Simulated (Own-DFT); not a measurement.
Simulation results for AlGa₃N₄ (wurtzite random alloy, strained, atoms displaced), Al₃GaN₄ (wurtzite random alloy, strained, atoms displaced)

A calculation, not a measurement: plane-wave PBE density functional theory by an unreviewed code, no spin, of a simulated periodic cell, stress positive in tension, free energy of the whole cell less one offset for each atom, forces on such cells passed a denser k mesh, this cell's mesh not checked; offsets are fitted by least squares, one for each functional and potential file, so energies compare only between cells with the same atoms and settings and are not formation energies; the far tail of each file's local potential was reset to the Coulomb form; each entry is a single point on an unrelaxed cell, so the pressure reflects the starting lattice, mostly measured values, from which strain is counted, and rises with the displacements; printed positions are rounded, which can move forces by about a meV/angstrom; the program is a retired in-house code; no spin-orbit coupling. Program: Own-DFT development build.

Common to all runs: functional PBE; k mesh 4 x 4 x 3 centred on Gamma.

(1) 
```cif
# cell vector a (Å): 9.7232 0.0000 0.0000
# cell vector b (Å): -4.8616 8.4205 0.0000
# cell vector c (Å): 0.0000 0.0000 10.2685
data_AlGa3N4
_symmetry_space_group_name_H-M 'P 1'
_symmetry_Int_Tables_number 1
_cell_length_a 9.7232
_cell_length_b 9.7232
_cell_length_c 10.2685
_cell_angle_alpha 90.000
_cell_angle_beta 90.000
_cell_angle_gamma 120.000
_cell_volume 840.73
loop_
_atom_site_label
_atom_site_type_symbol
_atom_site_fract_x
_atom_site_fract_y
_atom_site_fract_z
_atom_site_occupancy
Al1 Al 0.10161 0.21995 0.99148 1
Ga1 Ga 0.22658 0.10850 0.24931 1
N1 N 0.10455 0.22375 0.18619 1
N2 N 0.22042 0.10925 0.44187 1
Al2 Al 0.11168 0.22530 0.50430 1
Al3 Al 0.21419 0.10096 0.75117 1
N3 N 0.11086 0.21543 0.69050 1
N4 N 0.21513 0.11188 0.93804 1
Ga2 Ga 0.11334 0.55469 0.99865 1
Al4 Al 0.22265 0.44661 0.24588 1
N5 N 0.10723 0.55034 0.18807 1
N6 N 0.21939 0.43311 0.43863 1
Ga3 Ga 0.11449 0.56227 0.50016 1
Ga4 Ga 0.22789 0.45160 0.76186 1
N7 N 0.09571 0.54971 0.68696 1
N8 N 0.23081 0.44956 0.93421 1
Ga5 Ga 0.10616 0.88991 0.00162 1
Al5 Al 0.22490 0.78052 0.24538 1
N9 N 0.12221 0.89604 0.18449 1
N10 N 0.22257 0.78157 0.44557 1
Ga6 Ga 0.12096 0.88876 0.49964 1
Ga7 Ga 0.22150 0.77602 0.75387 1
N11 N 0.10532 0.88826 0.69272 1
N12 N 0.22524 0.78480 0.93890 1
Ga8 Ga 0.43815 0.22278 0.99972 1
Ga9 Ga 0.56263 0.11821 0.25004 1
N13 N 0.44678 0.22921 0.19360 1
N14 N 0.55468 0.11024 0.44476 1
Ga10 Ga 0.44380 0.21097 0.50122 1
Ga11 Ga 0.56373 0.11837 0.75797 1
N15 N 0.44740 0.22490 0.68631 1
N16 N 0.55887 0.11409 0.94580 1
Ga12 Ga 0.44056 0.55927 0.99714 1
Ga13 Ga 0.54529 0.44230 0.25048 1
N17 N 0.43823 0.55442 0.18795 1
N18 N 0.56015 0.45576 0.43994 1
Ga14 Ga 0.43980 0.55662 0.50135 1
Al6 Al 0.55247 0.43261 0.74444 1
N19 N 0.45000 0.55174 0.69227 1
N20 N 0.56152 0.45077 0.93109 1
Ga15 Ga 0.44419 0.88640 0.99403 1
Ga16 Ga 0.55844 0.78570 0.25379 1
N21 N 0.44736 0.88806 0.17908 1
N22 N 0.56317 0.78422 0.43599 1
Ga17 Ga 0.44294 0.87842 0.50761 1
Al7 Al 0.56098 0.79112 0.74470 1
N23 N 0.44158 0.88471 0.68822 1
N24 N 0.56076 0.78594 0.93931 1
Ga18 Ga 0.79461 0.22552 0.99538 1
Ga19 Ga 0.89359 0.11480 0.24057 1
N25 N 0.78285 0.22807 0.19519 1
N26 N 0.89255 0.10471 0.44376 1
Ga20 Ga 0.77648 0.22799 0.50495 1
Ga21 Ga 0.88952 0.11533 0.74712 1
N27 N 0.78514 0.22277 0.69523 1
N28 N 0.90210 0.11966 0.93843 1
Ga22 Ga 0.77835 0.56064 0.00383 1
Ga23 Ga 0.89246 0.44705 0.23976 1
N29 N 0.76796 0.55042 0.18754 1
N30 N 0.90021 0.45738 0.43942 1
Ga24 Ga 0.77087 0.55474 0.49482 1
Ga25 Ga 0.88623 0.44159 0.75354 1
N31 N 0.77651 0.55442 0.68780 1
N32 N 0.87733 0.45032 0.93892 1
Al8 Al 0.77689 0.89521 0.00554 1
Al9 Al 0.89061 0.78163 0.25043 1
N33 N 0.79048 0.89775 0.18660 1
N34 N 0.88506 0.77419 0.43895 1
Ga26 Ga 0.76975 0.88375 0.50112 1
Ga27 Ga 0.88315 0.77208 0.74666 1
N35 N 0.77599 0.89723 0.69221 1
N36 N 0.88646 0.77533 0.93669 1
_calc_potential_files 'PseudoDojo norm-conserving, scalar-relativistic, standard set with the stringent files for Ga'
_calc_wave_cutoff 96  # hartree
_calc_occupations 'Gaussian'
_calc_smearing_width 0.01  # eV
_calc_free_energy_of_cell_above_offsets '-10.084'  # eV
_calc_pressure -1.37  # GPa
_calc_stress_xx 3.3  # GPa
_calc_stress_yy 4.73  # GPa
_calc_stress_zz -3.92  # GPa
_calc_stress_yz -0.5  # GPa
_calc_stress_xz -0.12  # GPa
_calc_stress_xy -0.57  # GPa
```

Force:
| element | x (eV/Å) | y (eV/Å) | z (eV/Å) |
| --- | --- | --- | --- |
| Al | 2.839 | 1.239 | 1.46 |
| Ga | -1.073 | 0.996 | 0.408 |
| N | 1.774 | 1.254 | -1.175 |
| N | -0.153 | 0.504 | -0.051 |
| Al | 0.06 | -1.234 | -0.29 |
| Al | 0.107 | 1.033 | -0.391 |
| N | 0.415 | 0.73 | 0.157 |
| N | -0.026 | 0.299 | -0.226 |
| Ga | -0.855 | 0.528 | -0.384 |
| Al | -0.137 | -0.95 | 0.638 |
| N | 1.327 | 1.675 | 0.198 |
| N | -0.484 | 1.289 | -0.738 |
| Ga | 0.193 | -1.179 | -0.113 |
| Ga | -0.071 | -0.602 | -4.501 |
| N | 2.176 | 0.9 | 1.009 |
| N | -1.613 | -1.347 | 3.101 |
| Ga | 0.093 | -0.003 | -1.246 |
| Al | 0.324 | -0.101 | 0.187 |
| N | -0.546 | -1.845 | 1.65 |
| N | 1.712 | -0.543 | -2.304 |
| Ga | -2.577 | 0.388 | 0.655 |
| Ga | -0.865 | -0.254 | -0.912 |
| N | 0.911 | 0.229 | -0.138 |
| N | -0.185 | -0.912 | 0.552 |
| Ga | 0.533 | 0.748 | -0.156 |
| Ga | -0.299 | -0.539 | -0.086 |
| N | 0.188 | -1.137 | -0.647 |
| N | 0.884 | -0.636 | -0.677 |
| Ga | -1.257 | 1.408 | -0.452 |
| Ga | -0.617 | -0.391 | -0.698 |
| N | -0.422 | -1.333 | 1.354 |
| N | 0.178 | 0.055 | -0.212 |
| Ga | 2.076 | 0.445 | 0.017 |
| Ga | 0.558 | 0.972 | 0.298 |
| N | -0.455 | 0.48 | 0.273 |
| N | -0.937 | -1.712 | -0.242 |
| Ga | 0.548 | -0.572 | 0.074 |
| Al | 0.013 | 1.926 | 0.42 |
| N | -0.622 | 1.307 | 0.151 |
| N | -0.946 | -0.831 | 0.361 |
| Ga | -0.021 | 0.8 | 0.034 |
| Ga | 0.394 | -0.482 | -1.678 |
| N | -0.976 | 0.119 | 2.181 |
| N | -1.505 | -1.177 | 0.819 |
| Ga | -0.344 | 1.29 | -1.575 |
| Al | 0.658 | -1.715 | 1.129 |
| N | 0.417 | 0.352 | 1.541 |
| N | 0.681 | -0.004 | -0.879 |
| Ga | -2.402 | 0.527 | 0.976 |
| Ga | -0.426 | 0.039 | 2.387 |
| N | 0.009 | -0.728 | -1.292 |
| N | -0.535 | 1.18 | -0.334 |
| Ga | 1.348 | 0 | -1.06 |
| Ga | 1.47 | -0.448 | -0.205 |
| N | -1.562 | 0.233 | -0.277 |
| N | -1.437 | -1.873 | -0.04 |
| Ga | -1.176 | -0.163 | -0.713 |
| Ga | -1.159 | 0.169 | 1.734 |
| N | 0.603 | 1.572 | 1.068 |
| N | -0.977 | -1.327 | -0.623 |
| Ga | 1.484 | 0.428 | 0.563 |
| Ga | -0.936 | 0.733 | -0.66 |
| N | -0.703 | -0.914 | 0.045 |
| N | 2.71 | -0.821 | 0.55 |
| Al | 0.754 | -0.712 | -1.471 |
| Al | 0.167 | -0.5 | 0.106 |
| N | -0.388 | -1.341 | 0.018 |
| N | 0.441 | 0.852 | -0.786 |
| Ga | 1.958 | 1.311 | 0.09 |
| Ga | -0.303 | 0.245 | 0.093 |
| N | -0.123 | -1.215 | 0.008 |
| N | -0.887 | 1.286 | 0.922 |

(2) 
```cif
# cell vector a (Å): 9.5092 0.0713 0.0000
# cell vector b (Å): -4.6929 8.1996 0.0000
# cell vector c (Å): 0.0000 0.0000 10.2685
data_AlGa3N4
_symmetry_space_group_name_H-M 'P 1'
_symmetry_Int_Tables_number 1
_cell_length_a 9.5095
_cell_length_b 9.4476
_cell_length_c 10.2685
_cell_angle_alpha 90.000
_cell_angle_beta 90.000
_cell_angle_gamma 119.354
_cell_volume 804.09
loop_
_atom_site_label
_atom_site_type_symbol
_atom_site_fract_x
_atom_site_fract_y
_atom_site_fract_z
_atom_site_occupancy
Ga1 Ga 0.10982 0.22071 0.00474 1
Al1 Al 0.22841 0.10458 0.25660 1
N1 N 0.10727 0.21858 0.18632 1
N2 N 0.21487 0.10673 0.44768 1
Ga2 Ga 0.10866 0.21911 0.50818 1
Ga3 Ga 0.21493 0.11100 0.74192 1
N3 N 0.11331 0.22800 0.68708 1
N4 N 0.21204 0.11782 0.93620 1
Ga4 Ga 0.10802 0.55980 0.00947 1
Ga5 Ga 0.21308 0.43536 0.24551 1
N5 N 0.12234 0.55435 0.18785 1
N6 N 0.22218 0.44232 0.44264 1
Ga6 Ga 0.08988 0.54418 0.49963 1
Ga7 Ga 0.21130 0.44059 0.74636 1
N7 N 0.11172 0.55479 0.68202 1
N8 N 0.22870 0.45785 0.94227 1
Ga8 Ga 0.11578 0.89743 0.99477 1
Al2 Al 0.21944 0.77717 0.24788 1
N9 N 0.09806 0.88528 0.18766 1
N10 N 0.21866 0.77827 0.43919 1
Ga9 Ga 0.10651 0.89202 0.50004 1
Al3 Al 0.22438 0.77933 0.74568 1
N11 N 0.10631 0.88775 0.70018 1
N12 N 0.21929 0.77666 0.93742 1
Ga10 Ga 0.44870 0.22356 0.99883 1
Ga11 Ga 0.55530 0.10248 0.26014 1
N13 N 0.44501 0.22554 0.18534 1
N14 N 0.55474 0.10765 0.44568 1
Ga12 Ga 0.44090 0.21771 0.49739 1
Al4 Al 0.54796 0.11301 0.74068 1
N15 N 0.44809 0.22557 0.68969 1
N16 N 0.56160 0.11578 0.93978 1
Ga13 Ga 0.44172 0.56061 0.99373 1
Al5 Al 0.54606 0.44559 0.24599 1
N17 N 0.44530 0.53997 0.19333 1
N18 N 0.55026 0.43824 0.44427 1
Ga14 Ga 0.43833 0.55376 0.49802 1
Ga15 Ga 0.56724 0.44889 0.75396 1
N19 N 0.45189 0.55716 0.69636 1
N20 N 0.54874 0.43692 0.94180 1
Ga16 Ga 0.44817 0.89240 0.00810 1
Ga17 Ga 0.56613 0.78791 0.24096 1
N21 N 0.44779 0.88458 0.17816 1
N22 N 0.54109 0.76786 0.44082 1
Al6 Al 0.43371 0.88837 0.50483 1
Ga18 Ga 0.55355 0.78562 0.74511 1
N23 N 0.44692 0.89046 0.69390 1
N24 N 0.55517 0.77489 0.94134 1
Ga19 Ga 0.78071 0.22348 0.00229 1
Al7 Al 0.88748 0.10928 0.25029 1
N25 N 0.77865 0.22496 0.18858 1
N26 N 0.88823 0.10470 0.44106 1
Al8 Al 0.77497 0.20875 0.50723 1
Ga20 Ga 0.88127 0.09979 0.74815 1
N27 N 0.78109 0.22095 0.68990 1
N28 N 0.88869 0.11252 0.94115 1
Ga21 Ga 0.78053 0.55541 0.00390 1
Ga22 Ga 0.89054 0.44401 0.25459 1
N29 N 0.77191 0.55540 0.19260 1
N30 N 0.88248 0.44498 0.43499 1
Ga23 Ga 0.78843 0.56804 0.50238 1
Ga24 Ga 0.88896 0.43923 0.74469 1
N31 N 0.77542 0.55414 0.68565 1
N32 N 0.88580 0.43475 0.93465 1
Ga25 Ga 0.76768 0.88942 0.99981 1
Ga26 Ga 0.89718 0.77918 0.25436 1
N33 N 0.77295 0.88496 0.18099 1
N34 N 0.89043 0.78534 0.44401 1
Ga27 Ga 0.77531 0.89479 0.50005 1
Al9 Al 0.88429 0.77260 0.75138 1
N35 N 0.78363 0.88899 0.68492 1
N36 N 0.89099 0.77422 0.92979 1
_calc_potential_files 'PseudoDojo norm-conserving, scalar-relativistic, standard set with the stringent files for Ga'
_calc_wave_cutoff 96  # hartree
_calc_occupations 'Gaussian'
_calc_smearing_width 0.01  # eV
_calc_free_energy_of_cell_above_offsets '-8.538'  # eV
_calc_pressure 7.25  # GPa
_calc_stress_xx -6.57  # GPa
_calc_stress_yy -7.3  # GPa
_calc_stress_zz -7.89  # GPa
_calc_stress_yz 0.68  # GPa
_calc_stress_xz -0.5  # GPa
_calc_stress_xy 2.95  # GPa
```

Force:
| element | x (eV/Å) | y (eV/Å) | z (eV/Å) |
| --- | --- | --- | --- |
| Ga | -0.995 | 1.45 | -0.879 |
| Al | -1.318 | 0.904 | -0.968 |
| N | 0.214 | -1.689 | 2.134 |
| N | 0.948 | 0.628 | -2.06 |
| Ga | -0.331 | 1.058 | -1.723 |
| Ga | 1.231 | 0.568 | 1.568 |
| N | -1.047 | -1.259 | 0.883 |
| N | 2.549 | -0.618 | -0.582 |
| Ga | 0.203 | -0.457 | -2.49 |
| Ga | 2.477 | 0.214 | 1.44 |
| N | -2.674 | 1.672 | 1.573 |
| N | -1.64 | -0.71 | -0.762 |
| Ga | 2.596 | 1.093 | -0.65 |
| Ga | 2.055 | 1.406 | 1.492 |
| N | -1.01 | 1.36 | 0.941 |
| N | -1.432 | -1.777 | -0.788 |
| Ga | -0.746 | -0.593 | -0.336 |
| Al | 0.513 | -0.202 | 0.094 |
| N | 3.569 | 1.454 | 0.211 |
| N | 0.256 | 0.2 | -0.701 |
| Ga | 0.732 | -0.971 | 1.407 |
| Al | -0.484 | -0.476 | 1.063 |
| N | 0.465 | -1.041 | -1.453 |
| N | 0.601 | 0.643 | -0.521 |
| Ga | -0.951 | -0.872 | -0.182 |
| Ga | -0.402 | 1.18 | -1.745 |
| N | -0.178 | -1.276 | 2.073 |
| N | 0.987 | -0.872 | 0.437 |
| Ga | -0.281 | 1.218 | 0.887 |
| Al | 1.504 | 0.013 | 2.019 |
| N | -0.582 | -0.711 | -0.281 |
| N | -0.301 | -0.917 | -1.543 |
| Ga | 1.226 | -1.316 | 1.267 |
| Al | 3.763 | -1.667 | 2.092 |
| N | -3.732 | 2.959 | -1.657 |
| N | 0.598 | 0.853 | -1.686 |
| Ga | 0.946 | -0.715 | 1.148 |
| Ga | -1.578 | -0.66 | 0.035 |
| N | -1.299 | 0.095 | -0.789 |
| N | 0.785 | 1.725 | -0.289 |
| Ga | -0.654 | 0.132 | -4.495 |
| Ga | -0.768 | -3.144 | 1.877 |
| N | -2.052 | 0.178 | 4.574 |
| N | -0.009 | 2.864 | -0.528 |
| Al | 1.08 | -1.037 | -0.487 |
| Ga | 2.119 | -1.859 | 1.12 |
| N | -2.538 | 1.106 | -1.6 |
| N | -0.713 | 1.228 | -1.082 |
| Ga | -0.516 | -0.391 | -0.348 |
| Al | 0.3 | 0.02 | -0.504 |
| N | 0.688 | -1.047 | 1.375 |
| N | -1.042 | 1.795 | -1.374 |
| Al | -0.56 | 1.289 | -0.952 |
| Ga | 0.736 | 1.417 | 1.325 |
| N | -1.425 | -1.13 | -1.079 |
| N | 0.247 | -0.48 | -0.717 |
| Ga | -0.522 | -0.157 | -0.591 |
| Ga | -0.546 | 0.246 | -1.49 |
| N | 0.364 | -0.24 | 0.344 |
| N | -0.044 | -1.983 | 1.376 |
| Ga | -1.951 | -1.688 | -0.657 |
| Ga | -0.22 | 0.913 | 0.972 |
| N | 1.419 | 1.14 | 0.7 |
| N | 0.057 | 1.617 | 0.423 |
| Ga | 2.071 | -0.076 | -1.191 |
| Ga | -2.559 | -1.169 | -0.122 |
| N | 1.588 | 1.818 | 1.918 |
| N | -0.25 | -0.238 | -0.833 |
| Ga | -0.7 | -2.256 | -0.093 |
| Al | 0.365 | 0.106 | -0.396 |
| N | -0.358 | -1.089 | 0.707 |
| N | -0.844 | 0.225 | 1.147 |

(3) 
```cif
# cell vector a (Å): 9.3468 0.0000 0.0000
# cell vector b (Å): -4.6734 8.0946 0.0000
# cell vector c (Å): 0.0000 0.0000 10.0655
data_Al3GaN4
_symmetry_space_group_name_H-M 'P 1'
_symmetry_Int_Tables_number 1
_cell_length_a 9.3468
_cell_length_b 9.3468
_cell_length_c 10.0655
_cell_angle_alpha 90.000
_cell_angle_beta 90.000
_cell_angle_gamma 120.000
_cell_volume 761.54
loop_
_atom_site_label
_atom_site_type_symbol
_atom_site_fract_x
_atom_site_fract_y
_atom_site_fract_z
_atom_site_occupancy
Al1 Al 0.11721 0.22666 0.99972 1
Al2 Al 0.21496 0.11105 0.25371 1
N1 N 0.10453 0.22254 0.18494 1
N2 N 0.20941 0.10281 0.43898 1
Al3 Al 0.10891 0.22543 0.50050 1
Ga1 Ga 0.21222 0.09425 0.74269 1
N3 N 0.11277 0.23017 0.69255 1
N4 N 0.21773 0.10382 0.94140 1
Al4 Al 0.11571 0.56024 0.99892 1
Al5 Al 0.21609 0.44026 0.24710 1
N5 N 0.10760 0.55905 0.19094 1
N6 N 0.23018 0.44750 0.44153 1
Ga2 Ga 0.10854 0.55121 0.50471 1
Ga3 Ga 0.22948 0.44627 0.74696 1
N7 N 0.10712 0.55438 0.69125 1
N8 N 0.23060 0.44851 0.94403 1
Al6 Al 0.11106 0.88605 0.00312 1
Al7 Al 0.22158 0.77821 0.25155 1
N9 N 0.09919 0.88584 0.18806 1
N10 N 0.22768 0.77990 0.44381 1
Al8 Al 0.10367 0.89330 0.50000 1
Al9 Al 0.22792 0.77447 0.74433 1
N11 N 0.09923 0.88235 0.69021 1
N12 N 0.23215 0.78546 0.94063 1
Al10 Al 0.44775 0.23199 0.00622 1
Al11 Al 0.55891 0.11430 0.25153 1
N13 N 0.44806 0.23088 0.19017 1
N14 N 0.54273 0.10318 0.43757 1
Al12 Al 0.44882 0.23024 0.49669 1
Al13 Al 0.54497 0.10879 0.74885 1
N15 N 0.43345 0.21459 0.69476 1
N16 N 0.55180 0.10358 0.94426 1
Al14 Al 0.43970 0.56659 0.99662 1
Al15 Al 0.56623 0.44780 0.24729 1
N17 N 0.44753 0.55967 0.19102 1
N18 N 0.55859 0.45060 0.44999 1
Al16 Al 0.44246 0.54819 0.49220 1
Ga4 Ga 0.55051 0.43660 0.75097 1
N19 N 0.45526 0.56659 0.68792 1
N20 N 0.54998 0.44305 0.94128 1
Ga5 Ga 0.45238 0.88646 0.99732 1
Al17 Al 0.56626 0.78074 0.25389 1
N21 N 0.45591 0.89836 0.18789 1
N22 N 0.55842 0.77353 0.44521 1
Ga6 Ga 0.44327 0.88707 0.49744 1
Al18 Al 0.54407 0.77998 0.74630 1
N23 N 0.43340 0.88765 0.69034 1
N24 N 0.55394 0.77669 0.93921 1
Al19 Al 0.78754 0.22188 0.99766 1
Ga7 Ga 0.89151 0.11259 0.25216 1
N25 N 0.77702 0.22797 0.18482 1
N26 N 0.89347 0.11231 0.44070 1
Al20 Al 0.78860 0.22997 0.50194 1
Al21 Al 0.88342 0.10878 0.74590 1
N27 N 0.78097 0.22900 0.68853 1
N28 N 0.88651 0.11065 0.94377 1
Al22 Al 0.77414 0.56827 0.00564 1
Ga8 Ga 0.89294 0.45024 0.24570 1
N29 N 0.77386 0.54446 0.18664 1
N30 N 0.88352 0.44138 0.43588 1
Al23 Al 0.78382 0.56448 0.50332 1
Al24 Al 0.88923 0.45732 0.74491 1
N31 N 0.77067 0.54980 0.69317 1
N32 N 0.88196 0.44082 0.94069 1
Ga9 Ga 0.78947 0.89240 0.00248 1
Al25 Al 0.89592 0.77458 0.25267 1
N33 N 0.78400 0.90090 0.18882 1
N34 N 0.88737 0.78184 0.42761 1
Al26 Al 0.78468 0.90018 0.50637 1
Al27 Al 0.90122 0.78557 0.74780 1
N35 N 0.78080 0.88902 0.68837 1
N36 N 0.89098 0.77883 0.93448 1
_calc_potential_files 'PseudoDojo norm-conserving, scalar-relativistic, standard set'
_calc_wave_cutoff 42  # hartree
_calc_occupations 'Fermi-Dirac'
_calc_smearing_width 0.1  # eV
_calc_free_energy_of_cell_above_offsets '-16.619'  # eV
_calc_pressure 8.66  # GPa
_calc_stress_xx -8.26  # GPa
_calc_stress_yy -10.95  # GPa
_calc_stress_zz -6.77  # GPa
_calc_stress_yz 0.58  # GPa
_calc_stress_xz 1.09  # GPa
_calc_stress_xy -1.31  # GPa
```

Force:
| element | x (eV/Å) | y (eV/Å) | z (eV/Å) |
| --- | --- | --- | --- |
| Al | -0.304 | -0.863 | -0.843 |
| Al | 0.702 | 0.208 | -1.237 |
| N | 2.019 | 0.876 | 0.503 |
| N | 0.635 | 2.058 | 0.342 |
| Al | 0.9 | 0.197 | 0.48 |
| Ga | -0.813 | 2.72 | 2.182 |
| N | -0.524 | -2.261 | -1.315 |
| N | 0.065 | 0.893 | 0.561 |
| Al | -0.971 | -0.411 | -0.339 |
| Al | 0.684 | 1.207 | 0.164 |
| N | 2.405 | 0.803 | -0.77 |
| N | -1.097 | -1.536 | -1.155 |
| Ga | 0.081 | 0.627 | -1.178 |
| Ga | -0.096 | 0.804 | 0.914 |
| N | 0.025 | 0.644 | 0.694 |
| N | -1.907 | -0.547 | -0.128 |
| Al | 0.369 | 0.369 | -0.752 |
| Al | 0.839 | 0.907 | -0.207 |
| N | 2.396 | 0.799 | 0.346 |
| N | -2.992 | -0.57 | -1.109 |
| Al | 1.349 | -1.501 | -0.35 |
| Al | -2.469 | -0.355 | 1.631 |
| N | 3.172 | -1.104 | -2.338 |
| N | -1.8 | -1.781 | -1.004 |
| Al | 0.406 | -1.97 | -1.093 |
| Al | -0.23 | 0.1 | -0.888 |
| N | -0.622 | -1.193 | 1.258 |
| N | 1.215 | 2.732 | 0.217 |
| Al | -0.363 | -1.481 | 0.575 |
| Al | 1.387 | 0.473 | 1.196 |
| N | 1.043 | 0.122 | -2.247 |
| N | 0.023 | 2.925 | -1.455 |
| Al | 2.481 | -1.099 | 1.245 |
| Al | -2.279 | -0.257 | 0.928 |
| N | 0.022 | -0.265 | 0.079 |
| N | 1.422 | -0.802 | -1.918 |
| Al | 0.069 | 2.14 | 1.659 |
| Ga | -0.697 | 0.79 | 0.557 |
| N | -0.767 | -0.719 | -0.921 |
| N | -0.104 | 1.398 | 0.962 |
| Ga | -1.132 | 1.023 | 1.394 |
| Al | -1.169 | 0.229 | -0.245 |
| N | -0.71 | -1.48 | 1.834 |
| N | 0.753 | 0.599 | -0.697 |
| Ga | 1.054 | -0.104 | 0.298 |
| Al | 2.105 | 0.245 | 0.574 |
| N | 1.795 | 1.056 | -0.042 |
| N | 1.875 | -0.199 | -1.792 |
| Al | -2.65 | 0.329 | 0.184 |
| Ga | -1.557 | 0.842 | -0.404 |
| N | 0.273 | -0.888 | 0.603 |
| N | -0.816 | 0.698 | 1.112 |
| Al | -1.515 | -1.305 | -0.303 |
| Al | 0.282 | 0.93 | 1.243 |
| N | -0.651 | -0.651 | -0.009 |
| N | 1.684 | 0.962 | -1.911 |
| Al | 0.98 | -2.201 | -1.88 |
| Ga | 0.003 | -1.687 | 0.366 |
| N | -1.051 | 3.216 | 0.192 |
| N | -0.329 | 0.779 | 1.194 |
| Al | -0.483 | -0.647 | -0.215 |
| Al | 0.816 | -2.164 | 2.115 |
| N | 0.803 | 2.446 | -1.464 |
| N | 0.567 | 1.63 | -0.399 |
| Ga | -1.485 | -0.193 | -0.492 |
| Al | -2.446 | -0.369 | -1.705 |
| N | 0.853 | -3.176 | 1.013 |
| N | 0.207 | -0.311 | 3.246 |
| Al | -0.477 | -1.865 | -1.241 |
| Al | -3.92 | -2.666 | 1.308 |
| N | -0.463 | 0.194 | 0.631 |
| N | 1.131 | -0.348 | 0.246 |
